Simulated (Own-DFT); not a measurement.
# Response to strain: diamond-structure SiGeSn with randomly placed atoms, 64 atoms (Ge44Si16Sn4)

Calculated results; nothing here was measured. They come from Own-DFT, an in-house plane-wave density functional program, since retired, whose code no person has reviewed. Each row is one single-point run on a periodic cell that was not relaxed, without spin or spin-orbit coupling.

Settings of every run: PBE; PseudoDojo norm-conserving scalar-relativistic files; cutoff 49 hartree; 3 x 3 x 3 k mesh centred on Gamma; Fermi-Dirac smearing of 0.1 eV.

Known limits: forces on such cells moved up to 12 meV/angstrom on a denser k mesh; stress not checked against mesh or cutoff.

Unstrained cell vectors in Å: (11.306, 0.000, 0.000); (0.000, 11.306, 0.000); (0.000, 0.000, 11.306). The unstrained cell has measured lattice constants (interpolated for alloys), not those of this functional. That, the random moves and any unrelaxed bonds set the pressure at no strain. Each run strains this cell uniformly, with the atoms carried along. Every atom was also moved at random, by a Gaussian of width 0.05 Å on each axis. The random placing of the alloy's atoms differs from row to row. Strain is the symmetric tensor, in per cent. Stress is positive in tension, and the pressure is minus a third of its trace.

| run | e_xx (%) | e_yy (%) | e_zz (%) | s_xx (GPa) | s_yy (GPa) | s_zz (GPa) | P (GPa) | E (meV/atom) |
|---|---|---|---|---|---|---|---|---|
| 1 | 0.75 | 0.75 | 0.00 | -3.07 | -3.09 | -3.87 | 3.34 | 30.4 |
| 2 | -1.75 | -1.75 | 0.00 | -7.60 | -7.90 | -6.49 | 7.33 | 50.7 |
| 3 | -3.00 | -3.00 | 0.00 | -10.54 | -10.65 | -8.38 | 9.86 | 82.6 |
| 4 | -0.50 | -0.50 | 0.00 | -5.18 | -5.03 | -4.79 | 5.00 | 24.9 |
| 5 | -2.00 | -2.00 | 0.00 | -8.45 | -8.46 | -7.07 | 7.99 | 68.9 |
| 6 | -0.75 | -0.75 | 0.00 | -5.86 | -5.91 | -5.50 | 5.76 | 45.3 |
| 7 | 1.75 | 1.75 | 0.00 | -1.06 | -1.29 | -2.35 | 1.57 | 0.0 |
| 8 | 0.50 | 0.50 | 0.00 | -3.32 | -3.37 | -3.52 | 3.40 | 9.8 |
| 9 | -1.50 | -1.50 | 0.00 | ? | ? | ? | ? | ? |

E is the free energy for each atom above the lowest run shown.

## Worked fit

The change of volume is close to e_xx + e_yy + e_zz. A straight line through the runs shown gives P = 4.46 - 87 x (fractional change of volume) GPa, with an error of 3 on the slope and a scatter of 0.23 GPa. The strain isn't the same on all axes, but the crystal is cubic, so the slope still estimates the bulk modulus, averaged over pressures from 1.6 to 9.9 GPa.

## Withheld run

Question: what pressure should run 9 give? Its volume changes by -2.98 %.

The line gives 7.1 GPa. The calculation gave 7.03 GPa.
